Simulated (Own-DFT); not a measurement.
Simulation results for Ti20Si39 (TiSi2 crystal with one vacancy, atoms displaced)

All values are calculated (Own-DFT development build). A calculation, not a measurement: plane-wave PBE density functional theory by an unreviewed code, no spin, of a simulated periodic cell, stress positive in tension, free energy of the whole cell less one offset for each atom, forces on such cells moved up to 12 meV/angstrom on a denser k mesh; offsets are fitted by least squares, one for each functional and potential file, so energies compare only between cells with the same atoms and settings and are not formation energies; the far tail of each file's local potential was reset to the Coulomb form; each entry is a single point on an unrelaxed cell, so the pressure reflects the starting lattice, taken from the Materials Project, from which strain is counted, and rises with the displacements; printed positions are rounded, which can move forces by about a meV/angstrom; the program is a retired in-house code; no spin-orbit coupling; before rounding, a Quantum ESPRESSO 7.3.1 run of the same cell and cutoff gave forces within 1 meV/angstrom rms on each cell, which checks the program and not the settings.

Entry: Ti20Si39 (TiSi2 crystal with one vacancy, atoms displaced)

```
Ti20Si39
1.0
      5.2953    -6.7593     3.5652
      7.0604     0.0000    -7.1303
      5.2953     6.7593     3.5652
Ti Si Ti Si Ti Si Ti Si Ti Si Ti Si Ti Si Ti Si Ti Si Ti Si
2 4 2 4 2 4 2 4 2 4 2 3 2 4 2 4 2 4 2 4
Direct
  0.95343 0.92670 0.15721
  0.86285 0.87035 0.64053
  0.60557 0.92532 0.49325
  0.19807 0.87412 0.31207
  0.90867 0.01195 0.40722
  0.89884 0.77226 0.40855
  0.95308 0.42588 0.15702
  0.84581 0.37702 0.65121
  0.61420 0.42256 0.49627
  0.19348 0.37062 0.30627
  0.90180 0.52435 0.40025
  0.90620 0.26629 0.40828
  0.75593 0.72192 0.94903
  0.65355 0.67617 0.45015
  0.40541 0.72100 0.29648
  0.99000 0.67482 0.10603
  0.70550 0.82249 0.20231
  0.69576 0.57084 0.19838
  0.54392 0.02269 0.75584
  0.44730 0.97386 0.25696
  0.20548 0.02390 0.08364
  0.78890 0.97795 0.90675
  0.50503 0.11849 0.99662
  0.50264 0.87451 0.00092
  0.75597 0.21888 0.95018
  0.64714 0.16675 0.43786
  0.41483 0.22626 0.29626
  0.99156 0.16680 0.11091
  0.69954 0.31294 0.20171
  0.69492 0.08767 0.20392
  0.54964 0.52930 0.74855
  0.44642 0.48824 0.24495
  0.19835 0.52890 0.09124
  0.78987 0.47385 0.91435
  0.50078 0.37565 0.98700
  0.33976 0.82742 0.54702
  0.26443 0.76849 0.05008
  0.00901 0.82075 0.89147
  0.59027 0.76528 0.71727
  0.30269 0.92876 0.79723
  0.29906 0.66641 0.79398
  0.34737 0.33480 0.55069
  0.24402 0.27437 0.03911
  0.00692 0.31688 0.90067
  0.58831 0.27976 0.70014
  0.30401 0.42574 0.79297
  0.30673 0.18035 0.80671
  0.14077 0.63512 0.35038
  0.05509 0.57839 0.85128
  0.81555 0.62341 0.68941
  0.38979 0.57603 0.51386
  0.09774 0.72292 0.59986
  0.10063 0.47224 0.59719
  0.15478 0.12810 0.35278
  0.05316 0.07923 0.84450
  0.80970 0.12514 0.69739
  0.39628 0.06435 0.50943
  0.09734 0.21807 0.61090
  0.09288 0.97958 0.59886
```

| Item | Value |
| --- | --- |
| functional | PBE |
| potential files | PseudoDojo norm-conserving, scalar-relativistic, standard set |
| wave cutoff | 42 hartree |
| occupations | cold (Marzari-Vanderbilt) |
| smearing width | 0.2 eV |
| k mesh | 4 x 4 x 4 centred on Gamma |
| free energy of cell above offsets | -12.334 eV |
| pressure | 2.63 GPa |
| stress xx | -3.3 GPa |
| stress yy | -1.91 GPa |
| stress zz | -2.7 GPa |
| stress yz | -0.11 GPa |
| stress xz | 0.25 GPa |
| stress xy | -0.03 GPa |

Force:
```tsv
element	x (eV/Å)	y (eV/Å)	z (eV/Å)
Ti	-1.185	0.244	0.103
Ti	0.308	2.232	-0.542
Si	-0.038	-0.351	1.398
Si	-0.523	-0.045	-1.265
Si	-0.24	-0.28	-1.509
Si	-0.655	-0.764	-0.253
Ti	-1.031	0.529	0.288
Ti	0.318	-0.83	0.869
Si	-0.757	-0.591	-1.496
Si	0.795	-0.04	-0.554
Si	-0.565	0.207	-0.179
Si	-0.151	-0.13	-0.676
Ti	0.576	0.766	-0.449
Ti	-0.177	-0.004	0.139
Si	0.417	-0.869	-0.361
Si	0.564	0.595	-0.271
Si	-0.274	0.156	-0.31
Si	0.014	-0.27	-0.301
Ti	0.243	-1.019	-0.182
Ti	-0.276	-1.432	-0.345
Si	0.505	-0.166	1.008
Si	-0.169	0.126	1.182
Si	0.582	0.613	-0.147
Si	-0.435	0.051	0.715
Ti	-0.021	1.024	-0.721
Ti	2.436	0.566	0.591
Si	-0.794	0.041	-1.024
Si	0.81	0.437	-0.393
Si	1.39	-0.282	-1.731
Si	-1.727	-0.891	1.739
Ti	-0.849	0.205	0.866
Ti	-0.988	-0.371	1.869
Si	0.605	-1.05	1.224
Si	-0.12	0.119	-0.086
Si	0.867	0.531	0.117
Ti	0.799	0.218	1.161
Ti	-0.413	0.437	-1.275
Si	0.844	-0.175	-0.585
Si	0.46	-0.062	-1.184
Si	-0.443	0.361	0.542
Si	1.363	0.092	-0.304
Ti	-1.113	0.068	0.994
Ti	1.504	-0.285	0.882
Si	0.172	-0.272	-1.575
Si	0.114	0.626	1.31
Si	0.148	0.698	-0.02
Si	-1.006	-0.315	-0.192
Ti	-0.474	-0.055	1.373
Ti	-1.487	-0.313	0.351
Si	0.058	0.296	-0.023
Si	-0.164	-0.288	-0.308
Si	0.479	-0.244	0.368
Si	0.06	0.223	-0.162
Ti	-0.75	0.785	0.327
Ti	-0.517	0.254	0.922
Si	-0.824	-0.422	-0.613
Si	0.739	0.761	-1.615
Si	0.542	-0.836	-0.722
Si	0.453	-0.612	1.033
```
